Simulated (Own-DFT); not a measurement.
# Which defects push the lattice out? C11b WSi2

Source: density functional calculations with Own-DFT, an unreviewed in-house program that is no longer used. Nothing was measured or relaxed, and spin and spin-orbit coupling are left out.

Method: PBE; PseudoDojo norm-conserving scalar-relativistic files; cutoff 50 hartree; 5 x 5 x 5 k mesh centred on Gamma; cold (Marzari-Vanderbilt) smearing of 0.2 eV.

Caveats: forces on such cells failed a check on a denser k mesh; stress not checked against mesh or cutoff.

All runs share one cell, with vectors in Å (-2.148, -5.953, 3.409); (-6.444, 2.976, 1.136); (-2.553, -2.948, -6.757) and a volume of 403.2 Å³. The atoms are randomly displaced, by u rms on each axis. The defect's site can differ from row to row.

```
cell,formula,u (Å),P (GPa)
no defect,Si20W10,0.0180,4.36
no defect,Si20W10,0.0195,4.46
no defect,Si20W10,0.0518,6.09
one Si on a W site,Si21W9,0.0279,6.52
one Si on a W site,Si21W9,0.0497,7.84
one Si on a W site,Si21W9,0.0508,7.41
one W on a Si site,Si19W11,0.0295,10.12
one W on a Si site,Si19W11,0.0317,?
one W on a Si site,Si19W11,0.0516,11.53
one W on a Si site,Si19W11,0.0558,11.61
one Si vacancy,Si19W10,0.0274,3.26
one Si vacancy,Si19W10,0.0327,3.59
one Si vacancy,Si19W10,0.0457,4.14
one W vacancy,Si20W9,0.0288,3.50
one W vacancy,Si20W9,0.0540,4.62
one W vacancy,Si20W9,0.0545,4.82
```

## Analysis

P = P0 + c u² + a shift for each defect gives P0 = 4.23 GPa, c = 660 ± 45 GPa/Å² and a scatter of 0.16 GPa. The shifts, and each times the cell's volume:

- one W on a Si site: 5.40 ± 0.14 GPa, 13.6 eV
- one Si on a W site: 1.75 ± 0.13 GPa, 4.4 eV
- one W vacancy: -1.39 ± 0.14 GPa, -3.5 eV
- one Si vacancy: -1.42 ± 0.13 GPa, -3.6 eV

Against the defect-free cell, a freed cell would be larger where the shift is positive and smaller where it is negative (160.2 GPa Å³ is 1 eV). The atoms around the defects weren't relaxed, which would change these numbers.

## Check

Question: what pressure belongs in the blank (one W on a Si site, u = 0.0317 Å)?

From the fit: 10.29 ± 0.19 GPa. The hidden result is 10.24 GPa.
